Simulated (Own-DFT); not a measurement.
# One trend across several semiconductors

Everything here is calculated. The program is Own-DFT (plane waves, in-house, since retired, never reviewed by a person); positions were held fixed, and spin and spin-orbit coupling were off.

Limits (not all hold for every row): forces on such cells moved up to 12 meV/angstrom on a denser k mesh; k mesh not checked against a denser one; forces on such cells passed a denser k mesh, each cell not checked; stress not checked against mesh or cutoff.

All runs are PBE with PseudoDojo norm-conserving files; cutoff and k mesh are each material's own. Every cell starts from measured lattice constants and was given uniform random strains and small random moves of its atoms. Each triple is the change of volume in per cent, the rms move u in Å and the pressure in GPa.

- 4H SiC (C36Si36), 10.36 Å³/atom unstrained: (-2.87, 0.049, 12.00); (-2.70, 0.049, 11.45); (-2.51, 0.049, 11.53); (-1.03, 0.049, 7.26); (1.40, 0.051, 2.42); (1.87, 0.048, 1.05); (3.65, 0.049, -2.67)
- wurtzite AlN (Al36N36), 10.45 Å³/atom unstrained: withheld
- wurtzite GaN (Ga48N48), 11.42 Å³/atom unstrained: (-1.11, 0.055, 9.70); (-0.53, 0.051, 8.68); (-0.37, 0.047, 7.75); (-0.36, 0.045, 7.85); (0.64, 0.052, 6.10); (2.26, 0.049, 3.15); (2.91, 0.051, 1.71)
- diamond silicon (Si64), 20.02 Å³/atom unstrained: (-3.35, 0.048, 6.32); (-1.58, 0.051, 4.32); (-1.26, 0.047, 3.79); (-0.26, 0.050, 2.84); (1.33, 0.052, 1.60); (1.69, 0.047, 0.89); (1.84, 0.048, 0.94)
- zincblende GaP (Ga32P32), 20.24 Å³/atom unstrained: (-2.12, 0.054, 5.36); (-2.03, 0.050, 5.25); (-0.68, 0.046, 3.94); (-0.59, 0.048, 4.33); (1.39, 0.052, 2.05); (1.53, 0.050, 1.76); (3.10, 0.053, 0.84)
- grey tin (Sn64), 34.15 Å³/atom unstrained: (-1.60, 0.046, 4.49); (-1.14, 0.048, 4.26); (-0.60, 0.055, 4.18); (-0.13, 0.047, 3.81); (0.70, 0.050, 3.34); (0.92, 0.047, 3.13); (1.35, 0.053, 3.09)

## Working it out

Fit a line to each set against the fractional change of volume; B is minus its slope, and u is nearly the same within a set. To take it to zero pressure, assume that B rises by 4 GPa for each GPa: B0 = B - 4 x (mean pressure). The bond length of an ideal tetrahedral crystal with the unstrained volume v is d = (√3/4)(8 v)^(1/3). Cohen's empirical rule reads B0 = (1971 - 220 L) d^(-3.5) GPa, with L = 0 for group IV crystals and SiC and 1 for III-V compounds.

```
material,L,d (Å),B (GPa),mean P (GPa),B0 (GPa),rule (GPa)
4H SiC (C36Si36),0,1.888,226 ± 5,6.1,202 ± 5,213
wurtzite AlN (Al36N36),1,1.893,?,?,?,188
wurtzite GaN (Ga48N48),1,1.950,193 ± 6,6.4,167 ± 6,169
diamond silicon (Si64),0,2.352,102 ± 4,3.0,90 ± 4,99
zincblende GaP (Ga32P32),1,2.360,91 ± 5,3.4,77 ± 5,87
grey tin (Sn64),0,2.810,51 ± 4,3.8,36 ± 4,53
```

A line through ln[B0/(1971 - 220 L)] against ln d has a slope of -4.3 ± 0.2 and a scatter of 8 %. Against the rule, B0 stands at 95 % for 4H SiC, 99 % for wurtzite GaN, 91 % for diamond silicon, 89 % for zincblende GaP, 68 % for grey tin. PBE tends to make silicon and heavier crystals too soft, and the rule itself is only a guide.

## The run left out

The question: what B0 does the fitted trend give for wurtzite AlN (Al36N36)?

From the line: 189 GPa. Its own runs give B = 222 ± 6 GPa at a mean pressure of 7.2 GPa, so B0 = 193 GPa.
